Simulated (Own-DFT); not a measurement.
# Computed records: GaP (zincblende, atoms displaced)

A calculation, not a measurement: plane-wave PBE density functional theory by an unreviewed code, no spin, of a simulated periodic cell, stress positive in tension, free energy of the whole cell less one offset for each atom, forces on such cells passed a denser k mesh, this cell's mesh not checked; offsets are fitted by least squares, one for each functional and potential file, so energies compare only between cells with the same atoms and settings and are not formation energies; the far tail of each file's local potential was reset to the Coulomb form; each entry is a single point on an unrelaxed cell, so the pressure reflects the starting lattice, mostly measured values (interpolated for alloys), from which strain is counted, and rises with the displacements; printed positions are rounded, which can move forces by about a meV/angstrom; the program, named Own-DFT, is a retired in-house code; no spin-orbit coupling. Program: Own-DFT development build.

Common to all runs: functional PBE; potential files PseudoDojo norm-conserving, scalar-relativistic, standard set; wave cutoff 42 hartree; occupations Fermi-Dirac; smearing width 0.1 eV; hardware one NVIDIA H200; k mesh 2 x 3 x 3 centred on Gamma.

(1) 
```xyz
96
Lattice="16.3515 0.0000 0.0000 0.0000 10.9010 0.0000 0.0000 0.0000 10.9010" Properties=species:S:1:pos:R:3:force_x:R:1:force_y:R:1:force_z:R:1 formula=GaP free_energy_of_cell_above_offsets=-38.199 pressure=5.15 stress_xx=-5.27 stress_yy=-4.87 stress_zz=-5.31 stress_yz=-0.01 stress_xz=0.04 stress_xy=1.4 wall_time=966.6
Ga    16.3289     0.0694    10.8967      0.046      0.367      0.849
Ga    16.3099     2.6283     2.8090      0.483      0.683     -0.829
Ga     2.7829    10.8267     2.7648     -0.775       0.68     -0.168
Ga     2.8389     2.6916    10.8110     -1.024      0.838       0.34
P      1.4945     1.4638     1.3211     -1.012     -1.373      1.069
P      1.5076     4.0559     4.1615     -2.257      0.303      -0.93
P      4.1006     1.4805     4.0230      -1.43     -1.617      1.661
P      3.9203     4.1842     1.3394      1.154     -1.739      0.429
Ga    16.3020     0.1991     5.4586      0.388     -2.766      0.328
Ga     0.0557     2.7101     8.2330     -0.314      0.105     -2.155
Ga     2.5829    10.8820     8.2109      1.966      0.081     -1.522
Ga     2.6343     2.7665     5.5262      1.603     -0.911      0.419
P      1.4082     1.2685     6.7579     -0.477       1.18      0.693
P      1.2537     3.9765     9.5581      1.382      2.311      0.626
P      4.0447     1.4126     9.4044     -0.008     -1.159      0.408
P      3.9943     4.0399     6.9555     -1.967        3.2     -4.492
Ga     0.0100     5.6217     0.1350     -1.689     -2.939     -1.835
Ga    16.2871     8.1723     2.6994     -0.337     -0.477     -0.484
Ga     2.7964     5.4110     2.8633     -1.202      0.357     -1.352
Ga     2.7416     8.1154    10.7677     -0.083      0.456      1.061
P      1.2905     6.8166     1.3038      2.386      1.357      2.099
P      1.3620     9.3361     4.0540     -0.615      2.145      0.156
P      4.1155     6.7235     4.1103     -1.042      2.162     -1.521
P      4.1099     9.5057     1.4313     -0.421       0.38     -1.882
Ga    16.3467     5.4384     5.3261     -0.372     -0.008       0.89
Ga    16.2824     8.1265     8.1877      0.703      0.202      0.766
Ga     2.6183     5.4517     8.0898      0.145     -0.973      1.956
Ga     2.7272     8.0935     5.3172      0.017     -0.316      1.138
P      1.4436     6.7947     6.8231     -2.106      0.811     -1.166
P      1.4577     9.7224     9.6410     -1.767     -2.326      0.203
P      4.0359     6.7875     9.4436      0.862     -0.006      0.019
P      4.0586     9.4138     6.6815     -0.423       1.54      0.159
Ga     5.4025     0.0199    10.7291      0.132      0.034      1.113
Ga     5.4774     2.5695     2.7490      0.767      2.549     -0.748
Ga     8.0777    10.8701     2.7192      0.895     -0.187     -1.187
Ga     8.1085     2.6556    10.8917      0.818      0.608     -0.666
P      6.8428     1.3432     1.3755     -0.833     -0.412     -0.824
P      6.8817     4.1319     4.2491     -0.893     -1.293      -1.47
P      9.4547     1.2196     4.0679      0.958      0.961     -0.306
P      9.7210     3.9288     1.4039     -3.444      1.539     -0.785
Ga     5.4335    10.8550     5.3171     -0.991      1.516      1.599
Ga     5.1452     2.9241     8.1619       4.26     -2.974      2.168
Ga     8.2008    10.8453     7.9682     -2.099      2.603      2.372
Ga     8.3187     2.7267     5.4057      -1.33     -0.472      0.959
P      6.6836     1.4099     6.8519      0.546      0.236     -0.632
P      6.6537     4.0725     9.5373      1.021      0.264      0.242
P      9.6563     1.4506     9.5141     -1.123     -0.917      0.195
P      9.4540     4.2410     6.7551      2.642     -2.763     -0.468
Ga     5.3490     5.3943     0.1065      0.542      1.176     -0.759
Ga     5.3715     8.1837     2.7020      0.874      0.337      1.374
Ga     8.0934     5.3528     2.7239      0.883      0.332      0.039
Ga     8.3406     8.0884    10.8613      -4.61      1.316       1.85
P      6.6977     6.8196     1.5130      1.322     -0.585     -1.727
P      6.8687     9.7044     4.1359     -0.524     -2.817     -0.312
P      9.4559     6.8476     4.2022      1.019     -1.192     -1.163
P      9.3980     9.4027     1.3089      1.483      2.443      1.215
Ga     5.3757     5.5228     5.2885      1.812     -1.901      3.039
Ga     5.4209     8.3828     8.1764      0.068     -2.223     -0.519
Ga     8.1814     5.3503     8.0431     -1.606       1.16      2.643
Ga     8.1138     8.1355     5.4192      0.012       1.15      1.053
P      6.8923     6.6967     6.7583     -1.937      1.451       0.15
P      6.7901     9.5838     9.4690      1.363     -0.039       0.69
P      9.3488     6.9599     9.5086       3.26     -3.625     -2.875
P      9.6687     9.6636     7.0425      -1.09     -0.243     -4.815
Ga    10.9810     0.0245     0.0816     -1.977      0.612      0.537
Ga    10.8528     2.6647     2.7025      1.585     -1.857      1.429
Ga    13.7613    10.7713     2.8255     -1.486     -0.641     -1.357
Ga    13.6015     2.5748    10.8291     -0.616      1.874      0.833
P     12.3611     1.3044     1.3856     -0.185     -0.114      1.203
P     12.3422     3.8481     4.0696     -1.548      2.115     -0.048
P     14.9020     1.2381     4.1270      0.075      1.965       0.29
P     14.9720     4.0411     1.2979     -0.145      0.227      0.898
Ga    10.8607    10.8549     5.4015      0.763      0.352      0.907
Ga    11.0248     2.6774     8.0875     -2.957      3.046      2.113
Ga    13.5898    10.8989     8.1042      0.872      0.546      1.776
Ga    13.5433     2.7701     5.5841     -0.056     -1.727      -0.91
P     12.3083     1.4725     7.0184      0.902     -2.578     -3.725
P     12.2370     4.1115     9.5512     -0.147     -0.331      0.117
P     15.0939     1.5796     9.5916     -0.618      -3.03     -0.913
P     14.8930     3.9739     6.7510      2.095      2.187      1.447
Ga    10.7873     5.3598     0.0447      0.935      1.742     -0.586
Ga    10.7208     8.1858     2.7871      0.175     -0.481     -0.433
Ga    13.5361     5.4264     2.7279     -0.242     -1.622     -1.047
Ga    13.6428     7.9809    10.8947     -1.999      2.786       0.99
P     12.2796     6.9302     1.4796     -1.604     -1.193     -0.438
P     12.1828     9.4403     4.0569      0.154      1.169      0.084
P     14.8315     6.7189     3.9617      1.675      1.004      1.316
P     14.9147     9.4411     1.2827      0.947      0.802      0.229
Ga    10.9618     5.5416     5.6052     -0.693     -1.115      -1.99
Ga    10.8657     8.4305     8.1841      2.385     -2.467      2.834
Ga    13.5130     5.4932     8.1946      0.706     -0.934     -0.141
Ga    13.4980     8.0920     5.3455      0.908      0.092      1.107
P     12.1975     6.8314     6.8810      0.536      1.602      0.663
P     12.3067     9.7908     9.6839      0.944     -2.956      -1.26
P     14.8267     6.7743     9.6412      2.571     -1.187      -2.28
P     14.9729     9.5664     6.9351      0.035     -0.467     -2.025
```

Units: free_energy_of_cell_above_offsets in eV; pressure, stress_xx, stress_yy, stress_zz, stress_yz, stress_xz, stress_xy in GPa; wall_time in s; force_x, force_y, force_z in eV/Å.

(2) 
```xyz
96
Lattice="16.3515 0.0000 0.0000 0.0000 10.9010 0.0000 0.0000 0.0000 10.9010" Properties=species:S:1:pos:R:3:force_x:R:1:force_y:R:1:force_z:R:1 formula=GaP free_energy_of_cell_above_offsets=-34.233 pressure=5.58 stress_xx=-5.74 stress_yy=-5.44 stress_zz=-5.55 stress_yz=0.51 stress_xz=-1.63 stress_xy=0.57 wall_time=962.1
Ga    16.2609    10.7175    10.8118      1.155      0.779     -0.337
Ga     0.0727     2.8197     2.7054     -0.453     -0.445      1.798
Ga     2.6834     0.0784     2.8259      0.938     -0.869      0.254
Ga     2.6231     2.8125     0.1232      0.362      0.311     -0.847
P      1.4154     1.4647     1.5387      -0.49     -1.189     -1.479
P      1.2886     4.2165     4.1760      1.717     -1.314     -0.989
P      4.1259     1.4825     4.2416     -0.888      -1.72     -1.541
P      4.0960     4.3556     1.3600     -3.526      -5.51      3.625
Ga    16.2950     0.1159     5.4728      1.272     -0.903     -0.245
Ga     0.1981     2.7365     8.0471     -3.124      0.691      1.786
Ga     2.8708     0.0375     8.1077         -2     -0.219      0.943
Ga     2.8111     2.6997     5.4947     -2.534      0.501     -0.682
P      1.4097     1.4622     6.9050      1.447     -2.581     -2.062
P      1.0971     4.0961     9.5670      3.005     -0.662     -0.365
P      3.9801     1.2856     9.6039      1.231      1.289      1.132
P      3.9746     4.0093     6.7701      2.328       1.27      1.467
Ga    16.2574     5.3413    10.8864     -0.634      2.498      0.883
Ga    16.2092     8.2835     2.5858      1.847     -2.239      2.227
Ga     2.8002     5.5182     2.8119     -1.638       0.51      0.142
Ga     2.7700     8.3227    10.8250      0.608     -2.351      0.683
P      1.4211     6.9573     1.3494     -0.673     -1.169     -0.052
P      1.5150     9.3545     4.0909     -3.236       3.17     -2.004
P      4.0422     6.8065     4.2444       0.49       0.32      0.187
P      4.0722     9.4847     1.3015      0.921       0.98      1.645
Ga     0.1356     5.5321     5.5400     -1.915     -0.238      0.351
Ga     0.0255     8.1627     7.9988     -2.101      0.752      1.458
Ga     2.7312     5.3106     8.1588     -0.714      0.729      1.154
Ga     2.6878     8.3145     5.4524      1.762      -1.93      2.668
P      1.3403     6.8092     6.9404      2.146     -0.426     -1.155
P      1.4182     9.3045     9.4893     -1.393      2.887     -1.492
P      4.0883     6.7677     9.5343       0.21      0.234     -0.377
P      4.1704     9.6789     6.8541      0.087      -1.53     -0.983
Ga     5.5404     0.0135     0.1191     -1.824     -2.249     -2.513
Ga     5.3298     2.6324     2.7743      0.169      0.223     -1.812
Ga     8.1812     0.0878     2.6769      1.372     -1.142      0.932
Ga     8.0556     2.8435     0.1056      1.761     -1.332      0.435
P      6.7660     1.1918     1.3640      0.624      3.244      1.133
P      6.7143     3.9346     3.8589      1.619       2.26      1.935
P      9.6418     1.4617     4.0111     -1.943     -0.193      1.053
P      9.6271     4.1797     1.3608      0.248     -0.974     -0.418
Ga     5.3868     0.0050     5.3486      2.075      0.068      0.816
Ga     5.4226     2.7209     8.2804     -1.144     -0.712     -0.677
Ga     8.0733     0.0100     7.9823      1.255     -0.171      2.256
Ga     8.2091     2.8703     5.5391     -1.209     -1.144     -2.582
P      6.8951     1.5331     6.8994     -1.614      -0.58     -1.414
P      6.8486     3.9365     9.4905     -1.206      2.158      1.175
P      9.5240     1.4057     9.6319     -0.316      0.084     -0.602
P      9.5192     4.0588     6.7755      1.063      2.647      1.222
Ga     5.2647     5.3993     0.1786      4.766      3.538     -4.707
Ga     5.3990     7.9641     2.7448     -0.002       1.73       0.57
Ga     8.0323     5.4806     2.3304      3.707     -3.885      4.899
Ga     8.1652     8.1829    10.8802     -0.101     -0.263      0.732
P      6.8682     6.8102     1.4443     -3.509      3.297     -3.818
P      7.0255     9.5644     4.1981     -3.383      2.402      -3.02
P      9.4542     6.8489     4.1559     -0.169       0.22     -1.135
P      9.5175     9.4565     1.3207     -0.953      1.805     -0.299
Ga     5.4260     5.6658     5.7379     -3.294     -4.301     -3.545
Ga     5.5322     8.2285     8.1285     -0.756     -0.719       0.57
Ga     8.1344     5.4958     8.3718      0.874      0.427     -0.905
Ga     7.9152     8.1943     5.4497      4.322     -1.186      1.294
P      6.7538     6.8296     6.6833      2.832      1.318      4.479
P      6.9152     9.4281     9.5111     -1.027      1.718     -0.238
P      9.6693     6.9844     9.6761     -0.739     -2.262     -0.734
P      9.5328     9.5279     6.9492      0.137     -0.275     -1.867
Ga    10.8927    10.8794     0.0452     -0.604     -0.894     -1.926
Ga    11.0837     2.6372     2.8223     -0.502      1.107     -1.283
Ga    13.4392     0.0679     2.5858      4.121     -2.888      4.483
Ga    13.6820     2.7661     0.1736     -1.695     -2.478     -1.966
P     12.2316     1.1426     1.4248      -2.05      4.533     -3.186
P     12.2482     4.1644     4.0430       0.04      -0.14      0.925
P     15.0311     1.3674     4.0898     -0.987       0.91     -1.136
P     15.0002     3.9388     1.3665      0.646      2.211      1.109
Ga    10.8813     0.2102     5.4517     -0.325       -2.1      0.241
Ga    10.8975     2.8776     8.1338     -0.162      -2.46      0.373
Ga    13.6711     0.0951     8.1654      0.803      -3.39      0.752
Ga    13.4776     2.7162     5.4306      1.098     -0.258      0.326
P     12.3771     1.1447     6.8749     -2.272      3.595     -1.364
P     12.2441     3.9886     9.5804      1.547     -0.204      -0.57
P     14.9300     1.2812     9.5246       1.35      1.423      0.811
P     14.9883     3.9985     6.8799     -0.156      0.773     -0.735
Ga    11.0562     5.4004    10.7465     -1.203      1.228      1.848
Ga    10.9026     8.2737     2.5158      0.344     -0.881      3.082
Ga    13.7023     5.3914     2.7340      0.223      0.238      0.157
Ga    13.6711     8.2435     0.1495     -1.222      -0.68     -0.799
P     12.2642     6.7676     1.4950      0.606     -0.197     -1.367
P     12.2492     9.6314     4.1268     -0.326     -1.024     -0.322
P     14.9902     6.7426     4.1563      0.161      0.755     -0.482
P     14.9838     9.6114     1.4418     -1.322      1.237     -0.809
Ga    10.9048     5.5915     5.5083     -0.534      -0.44     -0.581
Ga    10.9534     8.0973     8.1971     -1.164     -0.391     -1.837
Ga    13.6082     5.4169     8.2553      0.512     -0.697     -0.032
Ga    13.4646     7.9895     5.5546      2.694      3.374     -3.845
P     12.4135     6.8117     6.8279      -3.29     -2.726       2.73
P     12.2436     9.3323     9.3522      2.099      2.984      2.925
P     14.8111     6.8293     9.6028      1.717      0.124     -0.111
P     14.9622     9.5162     6.5991       0.01     -0.022      1.576
```

Units: free_energy_of_cell_above_offsets in eV; pressure, stress_xx, stress_yy, stress_zz, stress_yz, stress_xz, stress_xy in GPa; wall_time in s; force_x, force_y, force_z in eV/Å.

(3) 
```xyz
96
Lattice="16.3515 0.0000 0.0000 0.0000 10.9010 0.0000 0.0000 0.0000 10.9010" Properties=species:S:1:pos:R:3:force_x:R:1:force_y:R:1:force_z:R:1 formula=GaP free_energy_of_cell_above_offsets=-37.179 pressure=4.99 stress_xx=-5.13 stress_yy=-4.61 stress_zz=-5.22 stress_yz=0.08 stress_xz=1.24 stress_xy=0.02 wall_time=985.1
Ga     0.0598     0.0977    10.8690      0.328       -0.9      1.781
Ga    16.2136     2.5662     2.7022      0.612      3.377     -0.119
Ga     2.7169    10.8575     2.7973     -0.387      0.677     -0.752
Ga     2.6773     2.6354     0.0577      0.571      0.912     -2.308
P      1.4468     1.6077     1.5090     -0.591     -3.308     -0.092
P      1.3741     4.2391     4.1473     -0.448     -1.168     -0.667
P      4.0920     1.2690     4.0368      0.421      1.932      0.536
P      3.9577     4.0124     1.2913      2.735      0.792     -0.248
Ga     0.0457    10.8865     5.3823     -0.658      0.113      1.013
Ga     0.0305     2.5260     8.0947     -0.562      1.775      1.434
Ga     2.7571     0.0252     8.2626      0.641     -0.778      0.347
Ga     2.6836     2.7010     5.5130     -0.226      0.156     -0.799
P      1.4631     1.2562     6.9716     -0.822      0.351     -2.405
P      1.4518     4.1852     9.5445     -1.029     -1.549      0.293
P      4.1335     1.3774     9.4863     -0.162     -0.153      1.635
P      3.9882     4.2024     6.7720      0.605     -1.284      0.105
Ga     0.1210     5.5181     0.0746     -0.269      0.838     -1.728
Ga     0.1274     8.1611     2.6511     -1.255      0.624      0.372
Ga     2.9341     5.4391     2.6518      -1.86      0.932      0.963
Ga     2.8497     8.3995     0.1584     -1.208     -1.268     -2.369
P      1.4264     6.9734     1.2647      1.025     -1.182       0.82
P      1.3487     9.5291     4.0673      0.394     -0.281     -0.103
P      4.0983     6.7922     4.1994      1.309     -0.351     -1.927
P      4.1186     9.6394     1.3841      1.337      0.987      0.765
Ga    16.3201     5.6119     5.5268     -0.724     -1.166     -0.986
Ga     0.0014     8.2742     8.1434      0.815     -1.108      0.497
Ga     2.7350     5.4529     8.2132      0.334      1.216      0.207
Ga     2.8058     8.2015     5.3459     -1.166      0.086      1.318
P      1.4025     6.7344     6.7781      0.499       2.02        1.1
P      1.3917     9.6192     9.5173      0.015     -0.541       0.86
P      4.1573     6.8988     9.6094     -0.974      0.682     -0.826
P      3.9543     9.6014     6.8091      1.445     -0.128     -0.571
Ga     5.6242    10.8694     0.0001     -2.209      1.524      0.871
Ga     5.5203     2.9171     2.7446     -3.935     -3.608     -3.088
Ga     8.0565     0.1543     2.6377      1.314      -2.14      1.304
Ga     8.0961     2.7966     0.1683      1.247      0.689     -1.226
P      6.7795     1.4079     1.3906     -1.025      1.138     -0.287
P      6.6823     4.0743     3.9260      3.035      1.823      2.385
P      9.5392     1.3021     4.1325     -4.735      4.446     -4.915
P      9.5943     4.2732     1.2650     -1.045     -1.624      2.394
Ga     5.5438    10.8989     5.2644     -1.857      2.285      3.536
Ga     5.2570     2.6541     7.9878      1.426      1.125      0.406
Ga     8.2723    10.8417     8.1393      0.889       1.16      -0.33
Ga     8.1249     2.8865     5.2697      1.096     -0.405      1.772
P      6.9317     1.4896     6.8262     -0.527      -0.74     -1.065
P      7.0026     4.1452     9.4610       -2.3     -1.073      0.423
P      9.6722     1.4587     9.6627     -2.593     -1.753      0.844
P      9.6271     4.1237     6.9191     -0.234     -0.722     -1.384
Ga     5.4939     5.5289    10.7639      0.601      -1.38      0.781
Ga     5.4977     8.2365     2.6604     -0.496     -0.947      0.482
Ga     8.0613     5.5367     2.9058      1.721      0.338     -1.567
Ga     8.1172     8.0985     0.0881       1.71      2.585      -1.59
P      6.9102     6.8331     1.3405     -2.153     -0.894       1.34
P      6.6517     9.5126     4.2028      2.996     -1.328     -2.987
P      9.5827     6.9083     4.0759      -1.09     -3.567      1.642
P      9.6348     9.6889     1.3701     -1.141     -1.254      0.513
Ga     5.4653     5.2226     5.3703     -0.589      2.097      1.096
Ga     5.4256     8.2337     8.1196      0.081      0.083     -0.389
Ga     8.1387     5.5122     8.0797      0.217      0.147     -0.856
Ga     8.2422     8.1995     5.2605     -1.002      0.382      1.305
P      6.8228     6.8081     6.6077     -0.274     -0.028      0.609
P      6.7370     9.8325     9.4246      1.286     -3.519     -0.527
P      9.3917     6.7294     9.5357      1.072      1.217      0.295
P      9.5490     9.4228     6.7225      0.721      1.089      0.616
Ga    10.9842    10.8677    10.8047     -0.088      0.367      0.821
Ga    10.8785     2.5847     2.6706     -0.052      1.457     -0.236
Ga    13.7497     0.0131     2.7584     -1.346     -1.238      0.212
Ga    13.6389     2.4809     0.1410     -0.335      3.496     -0.727
P     12.3719     1.2859     1.4271      -1.58     -0.928      0.387
P     12.3315     4.0794     4.0217      -0.86      0.157     -0.757
P     14.9281     1.3795     4.0238      0.655      -0.54      1.862
P     15.0098     4.2097     1.1457     -0.224     -1.986      1.284
Ga    10.6758     0.3132     5.3442      5.588     -5.418      5.249
Ga    10.9144     2.5136     8.3082      1.212      2.571     -1.801
Ga    13.4775     0.0208     8.1708      2.153     -0.169     -0.332
Ga    13.5745     2.7194     5.3059      1.198      0.788      0.907
P     12.4030     1.5069     6.8047     -1.862     -1.025     -0.238
P     12.1703     4.1691     9.4782        1.3     -1.786      0.086
P     15.0310     1.4470     9.7484      0.018     -1.091     -2.957
P     15.0339     3.9995     6.8303      0.095       0.02     -0.969
Ga    10.9370     5.4463    10.8145      0.461      1.795      0.525
Ga    10.8335     8.1040     2.9293      2.145      2.571     -3.308
Ga    13.8178     5.3490     2.7006     -0.602      1.516     -0.055
Ga    13.5413     8.0961    10.8413      0.666      2.659      0.399
P     12.3416     7.0500     1.3619     -2.018     -2.994      1.506
P     12.3362     9.4437     4.0635     -1.032      1.783      0.664
P     14.9895     6.9631     4.0472      0.098     -1.226      0.377
P     14.9435     9.5532     1.4861       1.38     -0.482     -2.147
Ga    11.1370     5.3963     5.5536     -2.684     -1.729     -1.811
Ga    10.9630     8.0855     8.3288     -1.506     -0.422     -1.138
Ga    13.6072     5.3341     8.0457      0.509      0.586      1.265
Ga    13.4403     8.0346     5.4942      1.486      1.073     -0.412
P     12.2037     6.7072     6.7927      1.227      1.728        2.3
P     12.2488     9.5334     9.4647       0.39     -0.081      0.649
P     14.8885     7.0277     9.5485      1.845     -2.601     -1.449
P     15.0072     9.4117     6.7805     -1.188        1.7     -0.705
```

Units: free_energy_of_cell_above_offsets in eV; pressure, stress_xx, stress_yy, stress_zz, stress_yz, stress_xz, stress_xy in GPa; wall_time in s; force_x, force_y, force_z in eV/Å.
